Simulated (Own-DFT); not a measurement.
GaN (wurtzite, strained, atoms displaced) (calculated)

All values are calculated (Own-DFT development build). A calculation, not a measurement: plane-wave PBE density functional theory by an unreviewed code, no spin, of a simulated periodic cell, stress positive in tension, free energy of the whole cell less one offset for each atom, forces on such cells passed a denser k mesh, this cell's mesh not checked; offsets are fitted by least squares, one for each functional and potential file, so energies compare only between cells with the same atoms and settings and are not formation energies; the far tail of each file's local potential was reset to the Coulomb form; each entry is a single point on an unrelaxed cell, so the pressure reflects the starting lattice, mostly measured values (interpolated for alloys), from which strain is counted, and rises with the displacements; printed positions are rounded, which can move forces by about a meV/angstrom; the program, named Own-DFT, is a retired in-house code; no spin-orbit coupling.

Common to all runs: functional PBE; potential files PseudoDojo norm-conserving, scalar-relativistic, standard set with the stringent files for Ga; wave cutoff 96 hartree; occupations Gaussian; smearing width 0.01 eV; k mesh 3 x 4 x 3 centred on Gamma.

(1) GaN (wurtzite, strained, atoms displaced)

```
GaN
1.0
     12.5213     0.1806     0.0104
     -4.5782     8.2840     0.0624
      0.0085     0.0830    10.3500
Ga N Ga N Ga N Ga N Ga N Ga N Ga N Ga N Ga N Ga N Ga N Ga N Ga N Ga N Ga N Ga N Ga N Ga N Ga N Ga N Ga N Ga N Ga N Ga N
2 2 2 2 2 2 2 2 2 2 2 2 2 2 2 2 2 2 2 2 2 2 2 2 2 2 2 2 2 2 2 2 2 2 2 2 2 2 2 2 2 2 2 2 2 2 2 2
Direct
  0.07792 0.22361 0.00181
  0.16577 0.10326 0.24298
  0.08039 0.22081 0.18438
  0.16735 0.11426 0.45108
  0.08571 0.21817 0.49193
  0.16456 0.11351 0.74321
  0.07408 0.20830 0.68286
  0.15907 0.11288 0.93009
  0.08634 0.56614 0.99919
  0.16032 0.44549 0.24480
  0.09164 0.56031 0.19467
  0.16328 0.44173 0.42796
  0.08677 0.55895 0.49634
  0.16636 0.43944 0.74934
  0.08398 0.55966 0.68616
  0.16742 0.44550 0.94189
  0.09242 0.89202 0.00702
  0.16867 0.78198 0.24818
  0.07981 0.88336 0.18471
  0.16779 0.78104 0.43470
  0.08485 0.88379 0.49977
  0.16993 0.77722 0.74278
  0.08266 0.88368 0.69484
  0.15819 0.77311 0.94212
  0.33487 0.22677 0.00318
  0.41277 0.10797 0.25500
  0.33209 0.21941 0.19117
  0.41563 0.10416 0.44706
  0.33610 0.21955 0.50854
  0.42196 0.11561 0.75022
  0.33338 0.21727 0.68711
  0.40444 0.11432 0.93575
  0.32974 0.54636 0.99609
  0.42085 0.44266 0.23723
  0.33842 0.55869 0.18757
  0.42175 0.45430 0.43366
  0.33012 0.55486 0.50487
  0.41749 0.44391 0.74745
  0.33936 0.55444 0.68815
  0.41642 0.44159 0.94069
  0.33798 0.90108 0.00270
  0.42167 0.77737 0.24225
  0.33481 0.88255 0.17906
  0.40346 0.77572 0.44343
  0.34184 0.89908 0.49629
  0.42226 0.79318 0.75564
  0.33114 0.89079 0.69030
  0.41359 0.78690 0.93413
  0.58492 0.21801 0.00847
  0.66263 0.11478 0.25199
  0.58617 0.23046 0.19740
  0.67101 0.11029 0.43624
  0.57956 0.22293 0.49285
  0.66693 0.10246 0.75504
  0.57985 0.21737 0.69476
  0.67295 0.11403 0.93829
  0.59247 0.55954 0.99520
  0.67114 0.44051 0.25569
  0.58582 0.54845 0.18884
  0.66272 0.44054 0.43715
  0.58727 0.55706 0.49836
  0.67712 0.44216 0.74793
  0.58123 0.55106 0.68834
  0.67356 0.45654 0.94764
  0.57757 0.88257 0.00026
  0.66095 0.78123 0.25074
  0.58346 0.89233 0.19250
  0.65768 0.77654 0.44454
  0.58951 0.90110 0.49868
  0.66685 0.77890 0.74819
  0.58752 0.88778 0.68360
  0.66286 0.77249 0.93374
  0.83416 0.22314 0.99350
  0.92133 0.11480 0.25232
  0.83956 0.22118 0.19566
  0.91072 0.11044 0.43742
  0.83612 0.22883 0.49597
  0.91380 0.10631 0.74456
  0.83109 0.22109 0.69065
  0.91849 0.10509 0.93521
  0.83656 0.56471 0.99730
  0.92322 0.45080 0.24711
  0.82810 0.55372 0.18855
  0.91752 0.43682 0.44571
  0.83133 0.55479 0.49710
  0.92474 0.44315 0.74706
  0.83439 0.55961 0.69003
  0.91389 0.44625 0.94078
  0.83225 0.89434 0.99880
  0.92189 0.77535 0.24817
  0.83037 0.89323 0.19283
  0.91423 0.77502 0.43318
  0.83278 0.88478 0.50175
  0.91674 0.78023 0.75935
  0.82715 0.87586 0.68624
  0.92306 0.78912 0.94020
```

- free energy of cell above offsets: -2.566 eV
- pressure: 10.08 GPa
- stress xx: -15.33 GPa
- stress yy: -6.86 GPa
- stress zz: -8.06 GPa
- stress yz: 2.41 GPa
- stress xz: 1.06 GPa
- stress xy: 5.43 GPa

Force:
```tsv
element	x (eV/Å)	y (eV/Å)	z (eV/Å)
Ga	0.701	-0.238	-0.869
Ga	-0.76	0.901	1.429
N	1.053	0.422	0.772
N	2.375	-1.978	-2.467
Ga	-2.904	1.265	0.807
Ga	1.128	-1.256	0.771
N	-0.11	2.244	-0.345
N	1.504	0.067	1.496
Ga	-0.183	-1.793	0.523
Ga	3.903	-1.435	0.666
N	-3.2	1.606	-1.886
N	0.637	-0.143	1.519
Ga	-0.143	-0.254	0.057
Ga	0.29	-0.057	-0.161
N	1.264	-0.313	-0.264
N	-0.8	-0.261	-0.81
Ga	-2.304	1.253	-2.415
Ga	1.115	-0.612	0.352
N	0.673	1.08	1.14
N	0.755	-0.164	-0.019
Ga	-1.401	0.702	1.04
Ga	-0.536	-0.165	1.606
N	-0.777	0.693	-1.324
N	2.417	1.114	-1.36
Ga	-2.208	0.021	-0.444
Ga	0.821	-0.424	-0.194
N	-0.197	-0.224	-0.322
N	-0.258	2.163	-2.063
Ga	-1.037	1.63	-1.625
Ga	-1.254	-1.027	0.435
N	-0.684	0.866	0.987
N	3.298	-0.404	0.321
Ga	0.003	1.518	0.698
Ga	-0.378	0.272	2.002
N	-0.971	-0.39	-0.854
N	0.043	-1.556	0.144
Ga	0.39	-0.016	-1.43
Ga	1.079	-0.936	0.636
N	-2.245	0.829	0.671
N	0.813	0.596	-0.555
Ga	-1.304	-0.887	-1.696
Ga	-1.089	-1.15	1.909
N	-0.881	1.476	2.209
N	3.479	-0.569	-1.747
Ga	-2.192	-2.097	2.018
Ga	0.437	-1.46	-1.877
N	0.759	0.816	-0.625
N	1.115	-0.953	1.247
Ga	-0.918	1.237	-0.954
Ga	2.513	-0.409	-0.136
N	-1.212	-1.454	-1.036
N	-1.229	1.171	0.231
Ga	1.341	-0.19	1.69
Ga	-0.393	0.636	-1.092
N	1.576	0.827	-1.228
N	-1.27	-1.201	0.829
Ga	-2.451	-0.126	1.363
Ga	-0.976	1.153	-0.701
N	-0.312	1.459	-0.512
N	1.223	0.03	0.607
Ga	-1.826	0.121	0.626
Ga	-2.138	-0.376	0.95
N	1.01	0.325	0.181
N	1.456	-2.954	-1.906
Ga	0.478	0.526	0.012
Ga	2.321	-1.373	0.828
N	-0.65	1.088	-1.401
N	1.976	-0.008	-1.21
Ga	-1.563	-1.578	0.312
Ga	0.301	-1.826	-0.18
N	-1.478	0.867	0.776
N	0.031	1.285	0.581
Ga	0.917	0.369	1.513
Ga	-0.212	-1.537	0.301
N	-2.315	1.244	-1.6
N	1.814	-0.717	0.526
Ga	-0.253	-1.572	1.19
Ga	-0.009	-0.855	0.339
N	-0.028	0.36	-0.471
N	-1.26	1.033	-0.475
Ga	0.066	0.378	0.628
Ga	-0.5	-1.099	0.457
N	1.82	0.82	-0.052
N	-0.551	2.552	-1.452
Ga	0.455	-0.021	0.676
Ga	-1.702	-0.114	0.518
N	1.327	0.148	-0.597
N	1.398	-0.077	-0.537
Ga	0.065	-0.86	1.033
Ga	-2.56	-0.356	-0.095
N	0.643	-0.49	-0.606
N	0.814	-0.074	0.53
Ga	-0.931	0.476	-0.822
Ga	0.814	-0.443	-1.024
N	0.269	1.585	0.257
N	-0.124	-0.752	1.035
```

(2) GaN (wurtzite, strained, atoms displaced)

```
GaN
1.0
     12.8178    -0.0690     0.1432
     -4.8515     8.3067    -0.0871
      0.1164    -0.0418    10.3528
Ga N Ga N Ga N Ga N Ga N Ga N Ga N Ga N Ga N Ga N Ga N Ga N Ga N Ga N Ga N Ga N Ga N Ga N Ga N Ga N Ga N Ga N Ga N Ga N
2 2 2 2 2 2 2 2 2 2 2 2 2 2 2 2 2 2 2 2 2 2 2 2 2 2 2 2 2 2 2 2 2 2 2 2 2 2 2 2 2 2 2 2 2 2 2 2
Direct
  0.08310 0.22682 0.99728
  0.15839 0.11011 0.25414
  0.08225 0.21586 0.18445
  0.17517 0.11323 0.44177
  0.08100 0.22288 0.49984
  0.16784 0.11087 0.74387
  0.07987 0.21955 0.68783
  0.16437 0.11024 0.92530
  0.08539 0.55162 0.00164
  0.16198 0.43452 0.25101
  0.08071 0.55109 0.19834
  0.16929 0.45723 0.43081
  0.08504 0.55441 0.50612
  0.16433 0.44317 0.75041
  0.08558 0.55378 0.68281
  0.16223 0.43598 0.94574
  0.07990 0.88925 0.00094
  0.16916 0.77739 0.25619
  0.08641 0.89040 0.18904
  0.16186 0.76916 0.44009
  0.08644 0.90017 0.49969
  0.17206 0.78709 0.74734
  0.07611 0.88538 0.68956
  0.16513 0.78028 0.93895
  0.33407 0.21480 0.99820
  0.40848 0.10996 0.25322
  0.32384 0.21555 0.18287
  0.41584 0.11362 0.44110
  0.33140 0.22289 0.50340
  0.41408 0.10560 0.74734
  0.33417 0.22336 0.69741
  0.40970 0.10719 0.94646
  0.32913 0.54267 0.99224
  0.41951 0.45247 0.24998
  0.32777 0.55553 0.19430
  0.42096 0.45237 0.43835
  0.33562 0.55155 0.50500
  0.40604 0.43059 0.74462
  0.33588 0.55883 0.68626
  0.41870 0.45312 0.93557
  0.33387 0.89154 0.00452
  0.41453 0.77598 0.25379
  0.33578 0.89296 0.19615
  0.41644 0.78778 0.44134
  0.33546 0.88230 0.49792
  0.41751 0.77525 0.74623
  0.34259 0.89365 0.68477
  0.41816 0.77534 0.93472
  0.57877 0.21048 0.00075
  0.66326 0.11267 0.24909
  0.58194 0.21399 0.18876
  0.66674 0.11772 0.43128
  0.58576 0.23162 0.49538
  0.67017 0.11029 0.74270
  0.58790 0.22280 0.68562
  0.66153 0.09940 0.93829
  0.58782 0.55334 0.00856
  0.66902 0.44808 0.24551
  0.57941 0.55304 0.18264
  0.67139 0.44807 0.44587
  0.58798 0.56391 0.49369
  0.66517 0.44544 0.75468
  0.58848 0.55813 0.69210
  0.67199 0.45167 0.93913
  0.58538 0.89086 0.99821
  0.66249 0.78167 0.25143
  0.58440 0.88330 0.18578
  0.67275 0.77453 0.44134
  0.58470 0.89144 0.50156
  0.67622 0.77623 0.74617
  0.58387 0.88840 0.68798
  0.66087 0.78214 0.93473
  0.83909 0.22785 0.99454
  0.92100 0.10810 0.25588
  0.82972 0.21644 0.19327
  0.91862 0.10979 0.44321
  0.83874 0.21923 0.49467
  0.91673 0.11324 0.73932
  0.83416 0.22764 0.69014
  0.91755 0.12332 0.93739
  0.83944 0.55166 0.99979
  0.90956 0.45360 0.24227
  0.82474 0.54756 0.19397
  0.92307 0.45452 0.43775
  0.83933 0.56032 0.49594
  0.91606 0.44824 0.74558
  0.83145 0.55490 0.68629
  0.92586 0.45770 0.93280
  0.83067 0.88533 0.00321
  0.91301 0.77546 0.24826
  0.84096 0.89487 0.18898
  0.92456 0.77792 0.44920
  0.83323 0.88211 0.49775
  0.91607 0.77138 0.75451
  0.82765 0.88714 0.68848
  0.91574 0.77423 0.93587
```

* free energy of cell above offsets: -4.368 eV
* pressure: 6.55 GPa
* stress xx: -6.41 GPa
* stress yy: -6.53 GPa
* stress zz: -6.71 GPa
* stress yz: -1.11 GPa
* stress xz: 2.91 GPa
* stress xy: -0.9 GPa

Force:
```tsv
element	x (eV/Å)	y (eV/Å)	z (eV/Å)
Ga	0.463	-2.511	-0.03
Ga	1.565	-0.096	-0.65
N	-0.381	0.355	0.544
N	-2.248	0.594	-0.514
Ga	1.09	1.149	0.011
Ga	-1.196	-0.636	0.369
N	1.166	0.678	-0.549
N	0.001	0.141	2.031
Ga	-0.248	1.383	0.805
Ga	-0.406	0.903	-0.655
N	-0.17	0.25	-1.714
N	1.238	-1.866	1.939
Ga	-0.66	0.237	-1.967
Ga	0.03	0.163	0.121
N	-0.026	0.501	2.282
N	0.175	1.77	-1.777
Ga	0.525	0.544	-0.426
Ga	-0.513	-0.374	-0.513
N	-0.626	-0.766	0.359
N	0.292	1.803	0.741
Ga	1.329	-1.785	0.639
Ga	-0.229	-0.726	0.206
N	1.62	0.7	-0.524
N	0.633	-0.366	-0.042
Ga	-2.492	1.638	-0.087
Ga	0.419	0.873	-0.106
N	0.577	0.946	1.262
N	-0.114	0.042	0.115
Ga	1.752	0.814	-0.001
Ga	1.14	1.186	0.677
N	0.349	-2.049	-2.06
N	2.005	-0.055	-1.841
Ga	-0.31	2.055	1.544
Ga	-1.36	-1.36	-0.479
N	0.966	-0.284	-1.085
N	0.285	-0.834	0.084
Ga	-1.267	0.997	-1.512
Ga	1.444	3.858	1.528
N	-0.458	-1.418	0.665
N	1.483	-1.914	-0.044
Ga	0.29	-1.485	-0.091
Ga	0.091	0.26	-0.522
N	0.099	-0.805	-0.764
N	2.927	-2.097	-0.589
Ga	-2.697	1.604	0.331
Ga	0.344	0.816	0.952
N	-1.167	-1	0.259
N	-1.083	-0.095	0.592
Ga	0.238	0.891	-0.303
Ga	0.857	-0.793	-0.427
N	-1.422	1.16	-0.073
N	0.909	-0.7	1.488
Ga	0.113	-1.085	0.736
Ga	-1.109	-0.233	0.941
N	-0.846	-0.1	0.553
N	0.249	2.551	-0.747
Ga	-1.309	0.85	-3.355
Ga	-2.274	-1.998	1.385
N	1.079	0.56	2.636
N	-0.555	0.881	-1.953
Ga	0.456	-1.884	1.965
Ga	0.234	-0.342	-0.928
N	-1.16	-1.058	-1.09
N	0.35	-1.311	0.836
Ga	-0.823	-1.244	0.244
Ga	1.324	-0.259	-0.192
N	-1.128	0.525	0.588
N	-1.512	1.508	-1.399
Ga	-0.127	0.499	-0.231
Ga	-3.496	-0.816	1.412
N	0.794	-0.306	-0.419
N	2.543	-1.019	0.618
Ga	-1.665	-0.174	1.089
Ga	-1.53	1.008	-0.929
N	0.751	0.918	-0.786
N	0.461	-0.856	-0.552
Ga	-2.22	1.599	0.151
Ga	-0.822	-0.552	1.678
N	0.913	-0.34	-1.045
N	1.38	-1.82	-0.777
Ga	-1.516	0.568	-0.13
Ga	2.934	-2.11	1.895
N	0.709	2.443	-1.901
N	-0.097	-1.507	-0.276
Ga	-0.066	-1	1.152
Ga	0.069	0.436	-0.263
N	0.383	-0.015	0.309
N	-0.014	-1.444	0.456
Ga	-0.548	0.771	-1.259
Ga	1.035	0.378	0.76
N	-0.94	-1.347	0.38
N	-1.56	0.823	-2.18
Ga	0.745	0.402	0.918
Ga	-1.043	0.231	-1.025
N	3.101	1.381	-0.936
N	-0.49	0.191	1.471
```

(3) GaN (wurtzite, strained, atoms displaced)

```
GaN
1.0
     12.7559    -0.2361     0.0739
     -4.9368     8.5112    -0.1924
      0.0601    -0.2061    10.5614
Ga N Ga N Ga N Ga N Ga N Ga N Ga N Ga N Ga N Ga N Ga N Ga N Ga N Ga N Ga N Ga N Ga N Ga N Ga N Ga N Ga N Ga N Ga N Ga N
2 2 2 2 2 2 2 2 2 2 2 2 2 2 2 2 2 2 2 2 2 2 2 2 2 2 2 2 2 2 2 2 2 2 2 2 2 2 2 2 2 2 2 2 2 2 2 2
Direct
  0.08485 0.22059 0.99862
  0.16242 0.10237 0.25429
  0.07930 0.22034 0.19278
  0.16403 0.11837 0.43502
  0.07277 0.21607 0.50461
  0.16812 0.09795 0.75004
  0.08524 0.22336 0.68003
  0.16715 0.11430 0.94433
  0.08605 0.55781 0.00221
  0.16576 0.44769 0.24235
  0.08503 0.54652 0.18435
  0.15852 0.44363 0.43963
  0.08679 0.56319 0.49890
  0.15802 0.44125 0.74767
  0.08206 0.56171 0.68954
  0.17356 0.44192 0.93771
  0.08811 0.89158 0.00431
  0.16357 0.77835 0.24734
  0.08866 0.88658 0.18834
  0.15830 0.77702 0.44285
  0.07452 0.87821 0.50164
  0.16574 0.78361 0.74697
  0.08329 0.89295 0.68677
  0.16719 0.78881 0.94646
  0.33568 0.22970 0.00191
  0.41941 0.11269 0.25032
  0.33750 0.22427 0.19001
  0.40900 0.09951 0.43704
  0.32179 0.20834 0.50619
  0.41258 0.11474 0.75208
  0.32769 0.22154 0.69758
  0.42548 0.11914 0.94970
  0.33584 0.55350 0.99677
  0.41952 0.44442 0.24874
  0.33384 0.55766 0.18843
  0.41651 0.44203 0.43228
  0.33308 0.56342 0.49059
  0.41954 0.44783 0.76086
  0.33536 0.56118 0.68833
  0.41356 0.44020 0.94378
  0.33162 0.89325 0.99333
  0.42558 0.77886 0.24710
  0.33796 0.89788 0.18651
  0.41736 0.77595 0.44018
  0.32683 0.89824 0.51069
  0.41864 0.79266 0.75175
  0.33555 0.89597 0.68624
  0.41038 0.77318 0.93209
  0.58591 0.22502 0.00952
  0.66451 0.11050 0.23877
  0.58735 0.22907 0.18671
  0.67010 0.10136 0.44248
  0.58418 0.22822 0.49749
  0.66364 0.10595 0.74851
  0.58191 0.22526 0.69129
  0.66286 0.11377 0.93651
  0.58763 0.55563 0.00234
  0.67010 0.44969 0.25702
  0.58720 0.55474 0.18948
  0.66492 0.44018 0.43410
  0.58872 0.55780 0.50342
  0.66473 0.44938 0.75282
  0.58677 0.55880 0.69017
  0.65993 0.44143 0.93501
  0.58900 0.88467 0.99824
  0.66364 0.76142 0.25246
  0.58122 0.88730 0.18942
  0.66877 0.78441 0.44049
  0.58333 0.90041 0.50394
  0.66714 0.77235 0.75494
  0.58269 0.88535 0.68671
  0.65805 0.76642 0.94406
  0.83034 0.23059 0.99773
  0.91661 0.10655 0.24295
  0.83191 0.21367 0.19486
  0.91239 0.11000 0.43823
  0.82867 0.21189 0.49987
  0.90867 0.10559 0.75205
  0.83603 0.22089 0.68571
  0.91818 0.10862 0.93508
  0.83805 0.57125 0.99476
  0.90891 0.44062 0.24368
  0.83421 0.55884 0.18012
  0.91248 0.44672 0.43790
  0.82570 0.54948 0.49876
  0.91434 0.43815 0.75213
  0.83040 0.55265 0.68389
  0.92189 0.44420 0.93814
  0.83884 0.90286 0.00234
  0.91908 0.77992 0.24690
  0.82781 0.88200 0.18684
  0.91729 0.77135 0.44071
  0.84121 0.90057 0.50004
  0.91771 0.78003 0.75683
  0.83512 0.88436 0.67961
  0.90539 0.77650 0.93544
```

- free energy of cell above offsets: -4.202 eV
- pressure: 0.85 GPa
- stress xx: -3.15 GPa
- stress yy: -0.38 GPa
- stress zz: 0.98 GPa
- stress yz: -3.62 GPa
- stress xz: 1.05 GPa
- stress xy: -4.43 GPa

Force:
```tsv
element	x (eV/Å)	y (eV/Å)	z (eV/Å)
Ga	-0.189	0.913	0.57
Ga	0.31	1.828	-0.551
N	1.46	-0.121	-1.157
N	-0.439	-1.747	0.81
Ga	1.075	1.577	-1.286
Ga	-2.385	2.186	1.149
N	-0.367	-0.924	2.29
N	0.354	-1.278	-0.845
Ga	1.105	0.104	-0.474
Ga	0.726	-0.839	1.708
N	-1.851	1.362	0.136
N	0.64	-0.12	-0.711
Ga	-0.804	-1.069	0.068
Ga	1.605	0.665	-0.216
N	0.197	-0.159	0.116
N	-2.122	-0.429	-0.254
Ga	-1.463	0.92	-0.201
Ga	1.943	-0.533	0.669
N	-1.411	0.076	-0.173
N	1.051	0.3	-0.84
Ga	0.527	1.681	-0.012
Ga	0.106	-0.629	0.74
N	0.289	-1.615	0.174
N	0.01	-1.868	-1.882
Ga	0.708	-0.98	0.823
Ga	-0.776	-0.037	-0.089
N	-0.518	-0.476	-0.176
N	0.141	1.612	0.352
Ga	0.796	1.982	-0.628
Ga	0.954	0.627	0.86
N	1.565	0.555	-0.968
N	-1.982	-0.892	-1.796
Ga	-0.277	1.116	0.605
Ga	-0.881	-0.227	0.441
N	0.826	-0.286	-0.522
N	0.132	-0.134	1.255
Ga	0.593	-1.37	1.32
Ga	-1.339	0.435	-1.507
N	-0.066	-0.182	0.055
N	0.961	0.678	-0.219
Ga	1.721	0.577	1.57
Ga	-2.804	-0.368	1.139
N	0.063	-1.387	-0.071
N	-1.088	1.193	-0.579
Ga	1.368	-1.454	-2.253
Ga	0.384	-2.091	-0.625
N	-0.571	-0.017	1.478
N	0.518	0.699	1.029
Ga	0.205	0.745	-1.456
Ga	-0.009	-0.529	1.648
N	0.485	-0.028	1.491
N	-2.725	1.641	-1.628
Ga	0.324	-1.523	0.704
Ga	-0.371	0.792	-0.115
N	0.26	-0.223	-0.722
N	0.864	-0.711	0.263
Ga	-0.577	-0.546	0.411
Ga	-0.134	-0.242	-1.64
N	0.138	-1.06	-0.578
N	-0.778	-0.021	0.675
Ga	-1.627	0.493	-0.539
Ga	0.61	-0.645	-0.357
N	-0.286	-0.792	-0.044
N	1.323	0.218	0.747
Ga	-2.365	0.654	0.439
Ga	-0.899	2.363	1.018
N	2.179	0.469	-1.229
N	0.315	-0.897	-0.088
Ga	0.589	-2.265	-0.267
Ga	-0.435	0.909	-0.677
N	0.554	0.482	0.854
N	1.419	1.048	-1.007
Ga	1.001	-0.815	0.58
Ga	-0.925	-0.176	1.492
N	-0.195	0.923	-1.718
N	0.303	-0.391	-1.032
Ga	0.68	2.127	-0.065
Ga	1.341	0.243	-0.995
N	-0.544	-0.334	0.635
N	-1.171	0.599	0.349
Ga	-0.261	-2.129	0.192
Ga	0.977	0.22	1.109
N	0.247	-0.088	0.432
N	0.307	-0.758	-0.446
Ga	1.626	0.727	0.538
Ga	-0.512	0.815	-0.83
N	0.448	0.309	1.11
N	-1.307	0.489	-0.078
Ga	-0.694	-1.422	0.097
Ga	-0.348	-0.24	0.708
N	1.082	0.446	-0.088
N	-2.066	-0.09	-1.299
Ga	-0.495	-1.482	-0.726
Ga	-0.552	-0.57	-1.796
N	-0.287	0.222	1.959
N	1.489	1.184	0.643
```
